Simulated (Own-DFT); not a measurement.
# What it costs to cut wurtzite AlN, m plane (10-10)

Calculated, not measured: single-point runs of Own-DFT, a retired in-house plane-wave DFT program that no person has reviewed, on unrelaxed cells, without spin or spin-orbit coupling.

Keep in mind (not all hold for every row): some atoms lie very close together; forces not confirmed at this smearing and k mesh; k mesh not checked against a denser one.

Both sets of runs: PBE; PseudoDojo norm-conserving scalar-relativistic files; cutoff 42 hartree; Gaussian smearing of 0.01 eV. The slab has 128 atoms in 16 layers, two equal faces of 62.02 Å² as cut, 15 Å of vacuum, a dipole correction along the normal and a 6 x 3 x 1 mesh. The bulk cell has 72 atoms, the same measured lattice constants and a 4 x 4 x 3 mesh. In the slab only the 32 atoms nearest the faces were moved at random; u is their rms move along one axis. Energies are counted from -174.06 eV for each atom.

| slab run | u (Å) | E (eV, cell) |
|---|---|---|
| 1 | 0.0441 | 20.460 |
| 2 | 0.0491 | 21.299 |
| 3 | 0.0492 | 21.557 |
| 4 | 0.0504 | 21.152 |
| 5 | 0.0516 | 21.471 |
| 6 | 0.0524 | 21.395 |
| 7 | 0.0537 | 22.071 |
| 8 | 0.0553 | 22.299 |
| 9 | 0.0554 | 21.436 |
| 10 | 0.0591 | 21.832 |
| 11 | 0.0996 | 26.512 |
| 12 | 0.1141 | 33.065 |

| bulk run | u (Å) | E (meV/atom) |
|---|---|---|
| 1 | 0.0189 | -2.97 |
| 2 | 0.0206 | -1.33 |
| 3 | 0.0208 | -0.53 |
| 4 | 0.0208 | -0.21 |
| 5 | 0.0214 | 1.18 |
| 6 | 0.0218 | -1.41 |
| 7 | 0.0219 | 2.41 |
| 8 | 0.0975 | 289.08 |
| 9 | 0.1024 | 375.54 |
| 10 | 0.1079 | 401.39 |

Asked: what is the energy of the unrelaxed surface?

## Worked answer

Take each set to u = 0 with E = a + b u². Residuals are scaled by 1/(u² + 0.0006 Å²) to tame the large moves. Slab: a = 18.91 ± 0.31 eV. Bulk: a = -15.7 ± 0.8 meV/atom. The excess is 18.91 - 128 x (-0.0157) = 20.93 ± 0.33 eV. Over two faces that is 169 meV/Å², or 2.70 ± 0.04 J/m². Relaxing the faces would lower the energy, and the unlike meshes and the reach from the smallest u down to zero add errors that aren't counted here.
